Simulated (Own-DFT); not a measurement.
# Biaxial strain at fixed height in wurtzite AlN, 72 atoms (Al36N36)

The numbers are computed, not measured, by runs of the plane-wave DFT program Own-DFT (in-house, retired, unreviewed) at fixed positions, with no spin and no spin-orbit coupling.

Common settings: PBE; PseudoDojo norm-conserving scalar-relativistic files; cutoff 42 hartree; 3 x 3 x 2 k mesh centred on Gamma; Fermi-Dirac smearing of 0.1 eV.

Keep in mind: forces on such cells moved up to 12 meV/angstrom on a denser k mesh; stress not checked against mesh or cutoff.

Unstrained cell vectors in Å: (9.336, 0.000, 0.000); (-4.668, 8.085, 0.000); (0.000, 0.000, 9.964). The unstrained cell has measured lattice constants (interpolated for alloys), not those of this functional. That, the random moves and any unrelaxed bonds set the pressure at no strain. Each run strains x and y alike by e, as a substrate would, and holds the height along z. Random moves of width 0.05 Å per axis were added to every atom. Stress is positive in tension.

```
e (%),u (Å),(s_xx + s_yy)/2 (GPa),s_zz (GPa)
-3.00,0.054,-25.65,-11.27
-2.75,0.051,-24.21,-11.10
-2.50,0.049,-22.19,-8.86
-2.25,0.047,-20.72,-7.97
-1.25,0.047,?,?
-1.00,0.046,-10.97,-7.05
-0.75,0.047,-10.03,-6.10
0.75,0.047,-1.24,-5.01
1.50,0.049,2.65,-4.94
3.00,0.050,9.89,-2.54
```

## Fit

With e as a fraction, the in-plane stress is -5.4 + 595 e - 3026 e² GPa (errors 6 and 380, scatter 0.37), and s_zz is -6.2 + 131 e GPa (slope ± 16, scatter 0.98). At e = 0 the first slope is C11 + C12 and the second 2 C13, both with the ions held to the strained lattice and at the cell's own pressure. The term in e² is negative: the layer stiffens under compression and softens under tension. A free layer would change its height as e changes, and the in-plane slope would drop by 2 C13²/C33 to the biaxial modulus. At fixed height, a misfit of 1 % moves the in-plane stress by about 6.0 GPa and s_zz by 1.3 GPa.

## Prediction

Asked: what are the two stresses at e = -1.25 %?

The fit gives -13.3 and -7.8 GPa. DFT gave -13.79 and -5.80 GPa.
